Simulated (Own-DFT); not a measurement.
# One host, several defects: wurtzite GaN

Calculated, not measured: single-point runs of Own-DFT, a retired in-house plane-wave DFT program that no person has reviewed, on unrelaxed cells, without spin or spin-orbit coupling.

Common settings: PBE; PseudoDojo norm-conserving scalar-relativistic files; cutoff 42 hartree; 4 x 4 x 3 k mesh centred on Gamma; Fermi-Dirac smearing of 0.1 eV.

Keep in mind (not all hold for every row): not probed for a lower state with spin; forces not confirmed at this smearing and k mesh; stress not checked against mesh or cutoff.

All runs share one cell, with vectors in Å (9.567, 0.000, 0.000); (-4.784, 8.285, 0.000); (0.000, 0.000, 10.370) and a volume of 822.0 Å³. Atoms were moved at random from their sites; u is the rms move along one axis. The defect's site can differ from row to row.

| cell | formula | u (Å) | P (GPa) |
|---|---|---|---|
| no defect | Ga36N36 | 0.0204 | 5.93 |
| no defect | Ga36N36 | 0.0477 | 7.32 |
| no defect | Ga36N36 | 0.0523 | 7.71 |
| one Ga on an N site | Ga37N35 | 0.0304 | 12.05 |
| one Ga on an N site | Ga37N35 | 0.0309 | 11.97 |
| one Ga on an N site | Ga37N35 | 0.0472 | ? |
| one Ga on an N site | Ga37N35 | 0.0506 | 13.71 |
| one N on a Ga site | Ga35N37 | 0.0275 | 5.47 |
| one N on a Ga site | Ga35N37 | 0.0298 | 5.28 |
| one N on a Ga site | Ga35N37 | 0.0505 | 6.91 |

## Worked fit

P = P0 + c u² + a shift for each defect gives P0 = 5.41 GPa, c = 870 ± 66 GPa/Å² and a scatter of 0.17 GPa. The shifts, and each times the cell's volume:

- one Ga on an N site: 5.88 ± 0.14 GPa, 30.2 eV
- one N on a Ga site: -0.75 ± 0.14 GPa, -3.8 eV

Positive is outwards. The product with the volume (160.2 GPa Å³ to the eV) is nearly free of the cell's size; divided by the bulk modulus at the cell's pressure it gives the volume that the defect adds. The atoms around the defects weren't relaxed, which would change these numbers.

## Check

The question: what pressure belongs in the blank (one Ga on an N site, u = 0.0472 Å)?

From the fit: 13.23 ± 0.20 GPa. The run itself gave 13.31 GPa.
